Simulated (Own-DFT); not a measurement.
## Calculated data, AlGa₃N₄ (wurtzite random alloy, strained, atoms displaced)

A calculation, not a measurement: plane-wave PBE density functional theory by an unreviewed code, no spin, of a simulated periodic cell, stress positive in tension, free energy of the whole cell less one offset for each atom, forces on such cells passed a denser k mesh, this cell's mesh not checked; offsets are fitted by least squares, one for each functional and potential file, so energies compare only between cells with the same atoms and settings and are not formation energies; the far tail of each file's local potential was reset to the Coulomb form; each entry is a single point on an unrelaxed cell, so the pressure reflects the starting lattice, mostly measured values, from which strain is counted, and rises with the displacements; printed positions are rounded, which can move forces by about a meV/angstrom; the program is a retired in-house code; no spin-orbit coupling. Program: Own-DFT development build.

Common to all runs: functional PBE; potential files PseudoDojo norm-conserving, scalar-relativistic, standard set with the stringent files for Ga; wave cutoff 96 hartree; occupations Gaussian; smearing width 0.01 eV; k mesh 4 x 4 x 3 centred on Gamma.

```yaml
- entry: 1
  formula: AlGa3N4
  kind: "wurtzite random alloy, strained, atoms displaced"
  structure:
    cell_angstrom: [[9.3904, 0.0, 0.0], [-4.6952, 8.1323, 0.0], [0.0, 0.0, 10.2685]]
    atoms_fractional:
      - [Ga, 0.10315, 0.22238, 0.00329]
      - [Ga, 0.22213, 0.11515, 0.24405]
      - ["N", 0.12, 0.22867, 0.19415]
      - ["N", 0.22611, 0.11813, 0.4334]
      - [Ga, 0.11093, 0.21978, 0.50501]
      - [Ga, 0.22476, 0.10446, 0.75379]
      - ["N", 0.12046, 0.23062, 0.68829]
      - ["N", 0.2277, 0.10865, 0.94361]
      - [Al, 0.10525, 0.55246, 0.99426]
      - [Ga, 0.21162, 0.43453, 0.25413]
      - ["N", 0.10498, 0.55762, 0.19062]
      - ["N", 0.23853, 0.44102, 0.43262]
      - [Ga, 0.11653, 0.55769, 0.50298]
      - [Ga, 0.22735, 0.44192, 0.74757]
      - ["N", 0.11088, 0.55534, 0.69535]
      - ["N", 0.22366, 0.43657, 0.93831]
      - [Al, 0.11134, 0.89313, 0.00071]
      - [Ga, 0.22473, 0.78473, 0.25447]
      - ["N", 0.11008, 0.88795, 0.18944]
      - ["N", 0.22409, 0.775, 0.44414]
      - [Ga, 0.11126, 0.88688, 0.49444]
      - [Al, 0.22681, 0.79047, 0.74182]
      - ["N", 0.11829, 0.89597, 0.68885]
      - ["N", 0.22309, 0.77516, 0.93408]
      - [Ga, 0.4468, 0.23016, 0.99995]
      - [Ga, 0.55818, 0.12062, 0.24536]
      - ["N", 0.43624, 0.20012, 0.18712]
      - ["N", 0.56295, 0.1155, 0.43376]
      - [Ga, 0.44864, 0.23168, 0.50357]
      - [Ga, 0.5477, 0.10445, 0.75022]
      - ["N", 0.43794, 0.21801, 0.69688]
      - ["N", 0.55078, 0.10815, 0.92833]
      - [Al, 0.44265, 0.56357, 0.00575]
      - [Ga, 0.56023, 0.44902, 0.24425]
      - ["N", 0.44409, 0.56106, 0.19333]
      - ["N", 0.55947, 0.43311, 0.43502]
      - [Ga, 0.44188, 0.56005, 0.50843]
      - [Al, 0.55015, 0.44352, 0.74987]
      - ["N", 0.44703, 0.55751, 0.69175]
      - ["N", 0.56015, 0.45148, 0.93822]
      - [Ga, 0.44339, 0.90111, 0.00181]
      - [Ga, 0.55707, 0.77733, 0.244]
      - ["N", 0.44658, 0.88828, 0.19051]
      - ["N", 0.55793, 0.77792, 0.43697]
      - [Ga, 0.44371, 0.89768, 0.49821]
      - [Ga, 0.54907, 0.7769, 0.75969]
      - ["N", 0.43362, 0.88809, 0.67657]
      - ["N", 0.55677, 0.77102, 0.94473]
      - [Ga, 0.78126, 0.22921, 0.99549]
      - [Ga, 0.89229, 0.11126, 0.25307]
      - ["N", 0.78258, 0.22414, 0.18932]
      - ["N", 0.89824, 0.11178, 0.43982]
      - [Al, 0.7832, 0.22135, 0.49686]
      - [Ga, 0.89405, 0.10671, 0.74804]
      - ["N", 0.77712, 0.21945, 0.68437]
      - ["N", 0.87413, 0.10478, 0.93676]
      - [Ga, 0.76802, 0.54616, 0.00089]
      - [Ga, 0.88039, 0.43008, 0.24619]
      - ["N", 0.76955, 0.54928, 0.19027]
      - ["N", 0.89138, 0.4346, 0.43598]
      - [Al, 0.77648, 0.55436, 0.49729]
      - [Al, 0.8942, 0.44408, 0.75416]
      - ["N", 0.77879, 0.55832, 0.69243]
      - ["N", 0.88655, 0.44145, 0.94036]
      - [Al, 0.78272, 0.89559, 0.00625]
      - [Ga, 0.88707, 0.7836, 0.2488]
      - ["N", 0.76952, 0.88891, 0.18958]
      - ["N", 0.87886, 0.77505, 0.44543]
      - [Ga, 0.77613, 0.89339, 0.49743]
      - [Ga, 0.89477, 0.78036, 0.75845]
      - ["N", 0.77735, 0.89185, 0.69333]
      - ["N", 0.89397, 0.77984, 0.93593]
  results:
    "free_energy_of_cell_above_offsets [eV]": "-8.345"
    "pressure [GPa]": 12.28
    "stress_xx [GPa]": -12.06
    "stress_yy [GPa]": -15.65
    "stress_zz [GPa]": -9.11
    "stress_yz [GPa]": 0.66
    "stress_xz [GPa]": -0.73
    "stress_xy [GPa]": -1.82
    force_element: [Ga, Ga, "N", "N", Ga, Ga, "N", "N", Al, Ga, "N", "N", Ga, Ga, "N", "N", Al, Ga, "N", "N", Ga, Al, "N", "N", Ga, Ga, "N", "N", Ga, Ga, "N", "N", Al, Ga, "N", "N", Ga, Al, "N", "N", Ga, Ga, "N", "N", Ga, Ga, "N", "N", Ga, Ga, "N", "N", Al, Ga, "N", "N", Ga, Ga, "N", "N", Al, Al, "N", "N", Al, Ga, "N", "N", Ga, Ga, "N", "N"]
    "force_x [eV/angstrom]": [0.807, 0.725, -1.655, 0.435, 1.06, -1.481, 0.03, -1.753, 1.19, 0.139, 0.758, -2.462, 0.07, -1.02, -0.058, -0.823, 0.934, 0.441, -0.761, -0.69, -0.852, -0.021, -0.567, -1.163, 0.452, 2.208, -1.566, 0.143, 0.256, 1.234, 0.853, 0.398, 0.365, -2.118, 0.018, -0.346, 1.98, 1.39, 0.604, -2.372, 0.64, -1.492, -0.631, -0.891, 1.652, 0.433, 1.213, -0.206, -0.839, -0.173, -0.021, -1.732, -0.469, -0.992, 0.089, 1.745, 1.299, 0.155, 1.803, -0.894, 0.675, -1.278, 0.2, 0.511, -0.31, 0.47, 2.111, 1.491, -0.149, -0.692, 0.063, -0.564]
    "force_y [eV/angstrom]": [-0.738, -1.072, -1.951, -1.231, 0.701, 1.282, -2.074, -0.211, 0.813, 3.454, -0.247, -0.096, -1.575, 1.043, 0.92, 1.744, -1.208, -1.176, 0.227, 0.322, 0.888, -2.221, -1.539, 0.114, -0.537, -2.151, 3.556, 0.493, -2.468, 0.764, 2.137, 1.492, -1.643, -1.787, -1.869, 3.242, 0.305, 0.24, -0.132, -0.482, -2.015, -0.051, 0.763, 0.199, -0.178, 0.869, -0.297, 1.686, -1.932, 0.063, -2.284, 0.492, -0.322, 1.272, 0.847, 0.105, 2.011, 3.403, 1.353, 1.222, -0.619, -0.482, -1.361, 1.413, -1.468, -1.144, 1.166, -0.532, -0.649, -0.23, -1.295, 0.663]
    "force_z [eV/angstrom]": [-0.369, 1.431, -1.945, 0.525, -0.571, 0.637, 0.404, -0.06, 0.911, -0.471, -1.404, 1.819, -0.098, 1.196, -0.25, 0.598, 0.039, -0.375, -1.009, -1.027, 0.565, 1.43, -0.842, -0.236, -0.114, 1.582, -1.548, 0.657, 0.279, -1.653, -1.126, 2.042, 0.126, 1.457, -1.781, 0.019, -1.401, 0.276, 0.258, -0.694, 0.378, 1.953, -0.394, -0.043, -1.332, -0.936, 2.365, 0.375, 0.655, 0.034, -1.637, -0.299, 0.731, 0.053, 0.127, 0.617, 0.222, 1.369, -0.82, 0.702, 0.782, -1.161, -0.662, -1.147, -1.174, 0.777, -1.276, -1.212, 1.526, -2.199, -0.694, 3.04]
- entry: 2
  formula: AlGa3N4
  kind: "wurtzite random alloy, strained, atoms displaced"
  structure:
    cell_angstrom: [[9.3904, 0.0, 0.0], [-4.6952, 8.1323, 0.0], [0.0, 0.0, 10.2685]]
    atoms_fractional:
      - [Ga, 0.10986, 0.2216, 0.99678]
      - [Ga, 0.22188, 0.10994, 0.25426]
      - ["N", 0.11695, 0.22406, 0.1885]
      - ["N", 0.22651, 0.11362, 0.44087]
      - [Ga, 0.10528, 0.22047, 0.50364]
      - [Al, 0.2247, 0.10884, 0.74232]
      - ["N", 0.11025, 0.22525, 0.69267]
      - ["N", 0.21571, 0.10287, 0.9315]
      - [Ga, 0.10626, 0.56022, 0.99793]
      - [Ga, 0.21592, 0.44519, 0.25464]
      - ["N", 0.09249, 0.54335, 0.18971]
      - ["N", 0.20989, 0.44375, 0.4402]
      - [Ga, 0.10894, 0.55888, 0.49479]
      - [Al, 0.21249, 0.44227, 0.75182]
      - ["N", 0.11887, 0.5664, 0.68858]
      - ["N", 0.21359, 0.43253, 0.94299]
      - [Ga, 0.1166, 0.89253, 0.99853]
      - [Ga, 0.22093, 0.77947, 0.25063]
      - ["N", 0.11701, 0.88912, 0.18376]
      - ["N", 0.22362, 0.77255, 0.43933]
      - [Ga, 0.10118, 0.88412, 0.50028]
      - [Al, 0.22326, 0.77062, 0.74667]
      - ["N", 0.10351, 0.88731, 0.68941]
      - ["N", 0.22089, 0.77411, 0.93742]
      - [Al, 0.44714, 0.22471, 0.98879]
      - [Al, 0.54196, 0.10171, 0.25023]
      - ["N", 0.44388, 0.22467, 0.19692]
      - ["N", 0.55052, 0.09866, 0.44308]
      - [Ga, 0.44428, 0.22789, 0.50886]
      - [Al, 0.55615, 0.10542, 0.74624]
      - ["N", 0.45305, 0.22873, 0.69703]
      - ["N", 0.55046, 0.09963, 0.9395]
      - [Ga, 0.44963, 0.5598, 0.99736]
      - [Ga, 0.564, 0.45182, 0.24941]
      - ["N", 0.4472, 0.55605, 0.19542]
      - ["N", 0.55339, 0.43635, 0.43358]
      - [Ga, 0.45169, 0.55455, 0.50158]
      - [Ga, 0.56276, 0.44304, 0.74587]
      - ["N", 0.45653, 0.56236, 0.69066]
      - ["N", 0.56394, 0.45704, 0.94291]
      - [Ga, 0.45641, 0.8895, 0.99662]
      - [Ga, 0.56804, 0.77897, 0.26113]
      - ["N", 0.44601, 0.88203, 0.18589]
      - ["N", 0.55319, 0.76879, 0.43931]
      - [Ga, 0.45672, 0.88942, 0.49949]
      - [Ga, 0.55743, 0.78112, 0.756]
      - ["N", 0.44269, 0.88346, 0.68998]
      - ["N", 0.55143, 0.77627, 0.93958]
      - [Ga, 0.78176, 0.23431, 0.00811]
      - [Ga, 0.88611, 0.1073, 0.24995]
      - ["N", 0.76544, 0.21868, 0.18631]
      - ["N", 0.89412, 0.11478, 0.43544]
      - [Al, 0.78397, 0.23346, 0.49312]
      - [Al, 0.88902, 0.10939, 0.75274]
      - ["N", 0.77794, 0.22755, 0.6871]
      - ["N", 0.88797, 0.11167, 0.93857]
      - [Ga, 0.78322, 0.55637, 0.00338]
      - [Ga, 0.89547, 0.4439, 0.25307]
      - ["N", 0.77328, 0.55773, 0.20315]
      - ["N", 0.89436, 0.44532, 0.44297]
      - [Al, 0.77474, 0.55781, 0.50569]
      - [Ga, 0.87784, 0.44227, 0.75047]
      - ["N", 0.78689, 0.5637, 0.6842]
      - ["N", 0.88869, 0.44044, 0.946]
      - [Ga, 0.76512, 0.87603, 0.98876]
      - [Ga, 0.88905, 0.79353, 0.24207]
      - ["N", 0.77687, 0.88201, 0.19668]
      - ["N", 0.89423, 0.7757, 0.43751]
      - [Ga, 0.7881, 0.90031, 0.5043]
      - [Ga, 0.89036, 0.78414, 0.75476]
      - ["N", 0.77517, 0.88915, 0.69193]
      - ["N", 0.89001, 0.78606, 0.93739]
  results:
    "free_energy_of_cell_above_offsets [eV]": "-7.129"
    "pressure [GPa]": 12.92
    "stress_xx [GPa]": -13.78
    "stress_yy [GPa]": -16.41
    "stress_zz [GPa]": -8.56
    "stress_yz [GPa]": 1.4
    "stress_xz [GPa]": 0.14
    "stress_xy [GPa]": -0.21
    force_element: [Ga, Ga, "N", "N", Ga, Al, "N", "N", Ga, Ga, "N", "N", Ga, Al, "N", "N", Ga, Ga, "N", "N", Ga, Al, "N", "N", Al, Al, "N", "N", Ga, Al, "N", "N", Ga, Ga, "N", "N", Ga, Ga, "N", "N", Ga, Ga, "N", "N", Ga, Ga, "N", "N", Ga, Ga, "N", "N", Al, Al, "N", "N", Ga, Ga, "N", "N", Al, Ga, "N", "N", Ga, Ga, "N", "N", Ga, Ga, "N", "N"]
    "force_x [eV/angstrom]": [0.484, 0.248, -1.134, -0.804, 1.238, -0.767, 0.359, 1.34, 1.826, 1.102, 3.346, 2.315, 0.676, 1.155, -0.218, 0.2, 0.079, 0.942, -1.2, -0.289, 2.45, -1.026, 2.275, 0.495, -0.501, 0.469, 0.946, 0.596, 0.914, 0.132, -0.312, -0.5, -1.594, -1.958, -1.017, 0.915, -1.378, -0.762, -1.522, 0.719, -2.858, -2.332, -0.097, 1.221, -1.528, -0.218, -0.663, 0.588, 0.151, 0.048, 0.255, -1.912, -0.342, -0.555, 0.496, -0.882, -0.502, -3.943, 3.0, -2.695, 0.748, 2.061, -0.897, -1.156, 0.948, 4.698, -2.719, -2.355, -0.236, 0.057, 0.265, 1.11]
    "force_y [eV/angstrom]": [-1.651, 0.561, -0.662, -0.504, 0.964, 0.177, -0.659, 2.201, -0.733, 0.087, 2.763, -0.323, 0.135, 0.794, -2.398, 3.065, -0.507, -0.975, 0.235, 1.979, 0.835, 1.96, 0.746, 0.768, -0.568, 0.512, -0.689, 3.238, -1.396, 0.17, -2.621, 3.132, -1.466, -2.075, 0.328, 1.542, -0.99, 2.087, -1.469, -2.307, -0.56, -1.025, 0.663, 1.327, -1.762, -0.721, 1.08, -0.945, -3.221, 1.019, -0.581, 0.121, -2.017, 0.817, -1.834, -0.665, 0.809, -1.367, 1.408, -0.087, -0.195, 0.711, -0.113, 1.537, 2.712, -3.057, 2.855, -0.792, -1.735, -0.535, 1.44, -1.575]
    "force_z [eV/angstrom]": [1.141, -0.451, -0.063, 0.868, -0.081, 1.044, 0.222, -0.754, 0.993, -0.703, -1.472, 0.344, 1.838, 0.084, 0.262, -1.849, -0.061, 0.059, 0.468, -0.289, 0.363, 0.815, 0.09, -1.256, 1.476, 0.106, -2.154, -1.253, -1.046, 0.663, -0.332, -1.676, 1.769, 0.198, -1.05, 1.986, 0.159, 1.409, 0.333, -1.059, 1.822, -1.563, 0.764, 1.234, 0.741, -1.191, 0.244, -0.855, -0.983, -1.057, 2.267, 0.56, 0.973, 0.067, -0.623, -0.528, 1.23, 1.166, -2.34, -0.211, -2.062, 0.391, 0.234, -2.125, 2.192, 2.007, -3.058, -0.216, -0.364, -0.58, -0.01, 0.733]
- entry: 3
  formula: AlGa3N4
  kind: "wurtzite random alloy, strained, atoms displaced"
  structure:
    cell_angstrom: [[9.3904, 0.0, 0.0], [-4.6952, 8.1323, 0.0], [0.0, 0.0, 10.2685]]
    atoms_fractional:
      - [Ga, 0.10883, 0.22868, 0.99957]
      - [Ga, 0.22404, 0.11891, 0.24757]
      - ["N", 0.113, 0.22749, 0.18343]
      - ["N", 0.22547, 0.10921, 0.44128]
      - [Ga, 0.10384, 0.21799, 0.5003]
      - [Ga, 0.21332, 0.11693, 0.74608]
      - ["N", 0.11505, 0.22334, 0.68746]
      - ["N", 0.21029, 0.09895, 0.93628]
      - [Ga, 0.10993, 0.55416, 0.99637]
      - [Al, 0.223, 0.44176, 0.25186]
      - ["N", 0.1113, 0.5531, 0.1912]
      - ["N", 0.21181, 0.44129, 0.44403]
      - [Al, 0.10724, 0.55737, 0.49476]
      - [Al, 0.22042, 0.44963, 0.75061]
      - ["N", 0.11473, 0.55779, 0.68073]
      - ["N", 0.21997, 0.44466, 0.93485]
      - [Ga, 0.11305, 0.87717, 0.00191]
      - [Al, 0.21938, 0.76906, 0.24313]
      - ["N", 0.10817, 0.88176, 0.19211]
      - ["N", 0.2182, 0.78472, 0.44385]
      - [Ga, 0.1053, 0.8836, 0.49468]
      - [Ga, 0.22077, 0.77801, 0.75293]
      - ["N", 0.11123, 0.87743, 0.69291]
      - ["N", 0.21772, 0.77576, 0.94292]
      - [Ga, 0.44982, 0.22348, 0.99602]
      - [Ga, 0.55575, 0.10977, 0.25668]
      - ["N", 0.44539, 0.2191, 0.18054]
      - ["N", 0.54809, 0.11976, 0.43726]
      - [Ga, 0.45811, 0.22419, 0.49421]
      - [Ga, 0.54975, 0.10926, 0.75257]
      - ["N", 0.44568, 0.21763, 0.69283]
      - ["N", 0.56518, 0.12231, 0.94018]
      - [Al, 0.44334, 0.55422, 0.00691]
      - [Ga, 0.55609, 0.4352, 0.24835]
      - ["N", 0.44957, 0.56389, 0.18896]
      - ["N", 0.54733, 0.43245, 0.44016]
      - [Ga, 0.4458, 0.56367, 0.50705]
      - [Ga, 0.56608, 0.4458, 0.75148]
      - ["N", 0.44673, 0.55404, 0.68898]
      - ["N", 0.55567, 0.44007, 0.93361]
      - [Ga, 0.44752, 0.89062, 0.0022]
      - [Al, 0.55557, 0.78853, 0.24702]
      - ["N", 0.43866, 0.89671, 0.18568]
      - ["N", 0.5539, 0.77432, 0.44742]
      - [Ga, 0.44801, 0.89448, 0.48848]
      - [Ga, 0.55429, 0.78624, 0.74429]
      - ["N", 0.44476, 0.89049, 0.69048]
      - ["N", 0.55486, 0.77653, 0.93565]
      - [Ga, 0.77689, 0.21813, 0.00349]
      - [Al, 0.89214, 0.11917, 0.25689]
      - ["N", 0.77971, 0.22782, 0.18987]
      - ["N", 0.89182, 0.11115, 0.4382]
      - [Ga, 0.77584, 0.2229, 0.49769]
      - [Al, 0.89175, 0.10858, 0.75131]
      - ["N", 0.77945, 0.21512, 0.69859]
      - ["N", 0.88799, 0.10869, 0.94229]
      - [Ga, 0.77559, 0.55506, 0.99216]
      - [Ga, 0.88046, 0.44264, 0.25251]
      - ["N", 0.78197, 0.55674, 0.18537]
      - ["N", 0.89459, 0.44355, 0.4373]
      - [Ga, 0.7698, 0.55822, 0.505]
      - [Ga, 0.88955, 0.4389, 0.74707]
      - ["N", 0.77694, 0.55225, 0.68246]
      - ["N", 0.88381, 0.44541, 0.94647]
      - [Ga, 0.77211, 0.88724, 0.00381]
      - [Ga, 0.89057, 0.77987, 0.25082]
      - ["N", 0.78412, 0.89336, 0.19128]
      - ["N", 0.87842, 0.76276, 0.43455]
      - [Ga, 0.77944, 0.89291, 0.50023]
      - [Al, 0.88862, 0.78031, 0.75257]
      - ["N", 0.77507, 0.88784, 0.69455]
      - ["N", 0.89045, 0.7808, 0.93655]
  results:
    "free_energy_of_cell_above_offsets [eV]": "-8.358"
    "pressure [GPa]": 12.22
    "stress_xx [GPa]": -13.98
    "stress_yy [GPa]": -13.88
    "stress_zz [GPa]": -8.79
    "stress_yz [GPa]": 0.46
    "stress_xz [GPa]": -0.15
    "stress_xy [GPa]": 2.13
    force_element: [Ga, Ga, "N", "N", Ga, Ga, "N", "N", Ga, Al, "N", "N", Al, Al, "N", "N", Ga, Al, "N", "N", Ga, Ga, "N", "N", Ga, Ga, "N", "N", Ga, Ga, "N", "N", Al, Ga, "N", "N", Ga, Ga, "N", "N", Ga, Al, "N", "N", Ga, Ga, "N", "N", Ga, Al, "N", "N", Ga, Al, "N", "N", Ga, Ga, "N", "N", Ga, Ga, "N", "N", Ga, Ga, "N", "N", Ga, Al, "N", "N"]
    "force_x [eV/angstrom]": [1.147, 0.449, -0.88, -0.891, 2.11, 3.347, -3.2, 0.603, -0.39, -0.236, 0.749, 0.714, 0.713, 1.029, 0.16, 1.184, -2.719, -0.986, 1.048, 2.403, -0.896, 1.058, -3.072, 2.56, -1.748, -0.36, -0.171, 5.394, -5.484, 1.005, -1.104, -0.326, 0.227, -0.345, -0.679, -0.424, -0.24, -1.735, -0.871, -1.712, -0.304, 0.973, 1.261, -0.109, -1.22, 0.672, -0.877, -0.49, 0.486, 0.359, 0.741, -1.509, 0.372, -0.058, 0.042, -0.25, -0.375, 1.163, -1.223, -1.298, 0.869, 0.0, 0.855, 1.527, 1.118, -0.135, -2.044, -0.431, 0.586, 0.658, 1.661, -0.452]
    "force_y [eV/angstrom]": [-1.506, -1.427, 0.18, 0.414, 0.936, -2.111, 1.342, 1.469, -0.343, 0.846, -0.226, 0.926, 0.611, -0.261, -0.712, 0.924, 1.918, 0.917, 0.764, -2.227, 0.86, -0.496, 1.461, -0.487, -0.881, 0.97, -0.041, -2.839, 0.447, -0.067, 0.852, -2.209, 0.075, 1.503, -0.284, 2.866, -2.881, -0.82, -0.044, 1.306, 0.406, -0.927, -1.647, 1.937, -0.689, -1.653, 0.257, -1.005, 0.937, -0.407, -1.887, -0.45, 0.235, 0.085, -0.235, 0.172, 0.848, 0.98, 0.064, 0.193, -1.831, 0.735, 1.437, -0.677, 0.028, -0.855, 0.891, 2.478, -1.052, -0.45, 0.838, -0.481]
    "force_z [eV/angstrom]": [-0.436, 0.278, 1.802, -0.621, 0.394, 1.134, 0.161, 0.435, 1.167, 0.391, -0.031, -1.568, 0.618, -0.857, 0.513, -0.327, 0.696, 1.343, -0.117, -2.447, 1.517, -0.145, -1.089, -0.982, -0.318, -1.931, 1.037, -0.998, 3.839, 0.361, -1.177, -0.273, -1.623, 0.193, 0.327, -1.019, -0.564, -0.683, 1.138, 1.295, -1.213, 0.4, 1.518, -2.891, 2.136, 1.034, -1.252, 0.831, -0.116, -1.752, 0.915, -0.832, 1.351, 0.703, -1.686, -1.442, 1.346, -0.281, -0.164, 0.689, -1.303, 0.678, 2.014, -1.772, -0.329, -0.495, 0.885, 0.52, 0.623, -0.285, -0.836, -0.425]
- entry: 4
  formula: AlGa3N4
  kind: "wurtzite random alloy, strained, atoms displaced"
  structure:
    cell_angstrom: [[9.3904, 0.0, 0.0], [-4.6952, 8.1323, 0.0], [0.0, 0.0, 10.2685]]
    atoms_fractional:
      - [Al, 0.11242, 0.22873, 0.00599]
      - [Ga, 0.22141, 0.10867, 0.25188]
      - ["N", 0.11131, 0.22837, 0.18682]
      - ["N", 0.20092, 0.09752, 0.42737]
      - [Ga, 0.10817, 0.23013, 0.50293]
      - [Ga, 0.22437, 0.11034, 0.75686]
      - ["N", 0.12115, 0.21919, 0.69333]
      - ["N", 0.21247, 0.11774, 0.94202]
      - [Al, 0.11446, 0.56186, 0.99521]
      - [Ga, 0.22403, 0.44675, 0.25309]
      - ["N", 0.11918, 0.56197, 0.18932]
      - ["N", 0.22043, 0.44034, 0.4374]
      - [Ga, 0.11508, 0.55373, 0.49648]
      - [Ga, 0.2245, 0.44436, 0.74934]
      - ["N", 0.10729, 0.55466, 0.69118]
      - ["N", 0.21508, 0.43716, 0.94293]
      - [Al, 0.10764, 0.88246, 0.98862]
      - [Ga, 0.21822, 0.76902, 0.25311]
      - ["N", 0.11902, 0.89767, 0.18827]
      - ["N", 0.2163, 0.76516, 0.43811]
      - [Ga, 0.10699, 0.886, 0.50037]
      - [Ga, 0.22513, 0.77565, 0.7545]
      - ["N", 0.11347, 0.8888, 0.67582]
      - ["N", 0.2184, 0.77323, 0.93841]
      - [Ga, 0.44056, 0.22448, 0.9967]
      - [Al, 0.56801, 0.11767, 0.2527]
      - ["N", 0.44151, 0.22986, 0.17747]
      - ["N", 0.55209, 0.10788, 0.44157]
      - [Ga, 0.45112, 0.22329, 0.50657]
      - [Al, 0.55324, 0.10441, 0.75363]
      - ["N", 0.45281, 0.22184, 0.6983]
      - ["N", 0.55852, 0.11492, 0.9361]
      - [Ga, 0.44752, 0.55414, 0.99941]
      - [Ga, 0.55503, 0.4405, 0.25083]
      - ["N", 0.4462, 0.56197, 0.19546]
      - ["N", 0.5674, 0.44889, 0.44569]
      - [Ga, 0.44195, 0.55699, 0.50364]
      - [Ga, 0.56146, 0.44648, 0.74792]
      - ["N", 0.44736, 0.55346, 0.68858]
      - ["N", 0.55186, 0.44536, 0.94274]
      - [Ga, 0.44379, 0.88723, 0.99738]
      - [Ga, 0.55727, 0.77733, 0.251]
      - ["N", 0.44643, 0.89249, 0.196]
      - ["N", 0.56087, 0.78497, 0.43485]
      - [Ga, 0.45063, 0.8911, 0.4961]
      - [Ga, 0.5564, 0.77368, 0.7458]
      - ["N", 0.44445, 0.88856, 0.69711]
      - ["N", 0.55163, 0.77583, 0.94013]
      - [Al, 0.78469, 0.22714, 0.0057]
      - [Ga, 0.89198, 0.11383, 0.24308]
      - ["N", 0.77922, 0.21426, 0.191]
      - ["N", 0.89538, 0.11934, 0.4367]
      - [Ga, 0.78451, 0.22042, 0.50357]
      - [Ga, 0.88529, 0.10869, 0.74372]
      - ["N", 0.77408, 0.21827, 0.68977]
      - ["N", 0.89275, 0.1166, 0.93809]
      - [Ga, 0.7686, 0.55325, 0.99537]
      - [Ga, 0.88977, 0.44045, 0.24838]
      - ["N", 0.77976, 0.54238, 0.19204]
      - ["N", 0.89008, 0.44615, 0.45364]
      - [Ga, 0.77981, 0.55551, 0.49739]
      - [Ga, 0.87988, 0.43432, 0.74147]
      - ["N", 0.77543, 0.5462, 0.6886]
      - ["N", 0.8879, 0.44386, 0.94198]
      - [Al, 0.77512, 0.88896, 0.00523]
      - [Al, 0.87975, 0.78052, 0.25823]
      - ["N", 0.78497, 0.88899, 0.19445]
      - ["N", 0.88393, 0.77506, 0.44792]
      - [Ga, 0.78163, 0.89414, 0.50732]
      - [Al, 0.889, 0.76652, 0.7493]
      - ["N", 0.76907, 0.89352, 0.68977]
      - ["N", 0.89148, 0.77662, 0.93761]
  results:
    "free_energy_of_cell_above_offsets [eV]": "-8.101"
    "pressure [GPa]": 12.58
    "stress_xx [GPa]": -13.39
    "stress_yy [GPa]": -15.65
    "stress_zz [GPa]": -8.69
    "stress_yz [GPa]": -0.04
    "stress_xz [GPa]": 0.04
    "stress_xy [GPa]": 0.9
    force_element: [Al, Ga, "N", "N", Ga, Ga, "N", "N", Al, Ga, "N", "N", Ga, Ga, "N", "N", Al, Ga, "N", "N", Ga, Ga, "N", "N", Ga, Al, "N", "N", Ga, Al, "N", "N", Ga, Ga, "N", "N", Ga, Ga, "N", "N", Ga, Ga, "N", "N", Ga, Ga, "N", "N", Al, Ga, "N", "N", Ga, Ga, "N", "N", Ga, Ga, "N", "N", Ga, Ga, "N", "N", Al, Al, "N", "N", Ga, Al, "N", "N"]
    "force_x [eV/angstrom]": [-0.666, 0.037, 0.582, 1.274, 1.933, 0.591, -2.031, 1.166, -0.167, 0.09, -0.689, 0.721, -0.595, -0.629, 0.836, -0.035, -0.052, -0.47, -1.326, 0.284, 0.96, -0.83, -0.733, -0.39, 0.278, -2.233, 1.679, 0.789, -1.545, 0.431, -0.334, 0.588, -1.97, -0.196, 0.849, -2.609, 0.958, -0.7, -0.358, 0.345, -0.341, -0.425, 0.227, 0.544, -1.471, -1.164, 0.299, 1.639, -0.537, 1.297, -1.561, -0.407, -1.499, 1.13, -0.639, -0.388, 1.925, 1.265, -1.934, 0.664, 0.527, 1.273, -0.333, 0.51, 0.573, 3.253, -0.992, -0.328, -0.237, -0.346, 2.944, -1.301]
    "force_y [eV/angstrom]": [-0.92, 1.018, -0.135, 2.024, -1.734, -0.592, 0.559, -1.828, -1.831, -0.161, -2.034, 1.043, -0.259, -0.306, -0.417, 1.74, 1.626, 2.65, -2.842, 2.152, -0.136, -0.058, -0.605, 0.793, -1.04, -1.03, -1.295, 1.209, -0.361, 0.589, -0.66, 0.073, 0.2, 0.576, -1.127, -1.287, 0.174, -0.717, -0.021, -0.155, 0.954, 1.033, 0.865, -0.961, -1.0, 0.129, 0.302, 0.363, -0.535, -0.548, 1.064, -1.32, 0.208, 1.147, -1.243, -0.927, 0.033, 0.179, 2.794, -0.952, 0.412, 0.803, 2.321, -0.013, 0.545, -1.102, -0.212, 0.437, 0.099, 1.227, -1.525, 0.546]
    "force_z [eV/angstrom]": [-0.53, -1.693, -0.291, 2.923, 0.349, -0.47, -1.256, 0.031, 0.942, -0.786, -1.716, 0.335, 1.543, 1.005, -0.423, -0.362, 2.478, -0.205, -1.313, 0.366, -1.789, -1.323, 4.04, 0.379, -0.293, -0.351, 2.375, -1.396, -0.231, 0.145, -0.695, 0.438, 1.116, 0.447, -1.015, -1.044, -1.071, 0.963, 0.036, -1.724, 1.346, -0.189, -0.856, 1.26, 1.015, 1.436, -1.29, -0.112, -1.246, 1.515, -0.998, -0.225, -0.258, 2.03, -0.182, 1.138, 1.347, 1.136, -0.367, -2.232, 1.097, 1.977, 0.013, -0.175, -0.864, -0.257, -1.78, -1.896, -1.228, -0.399, 0.177, -0.866]
```
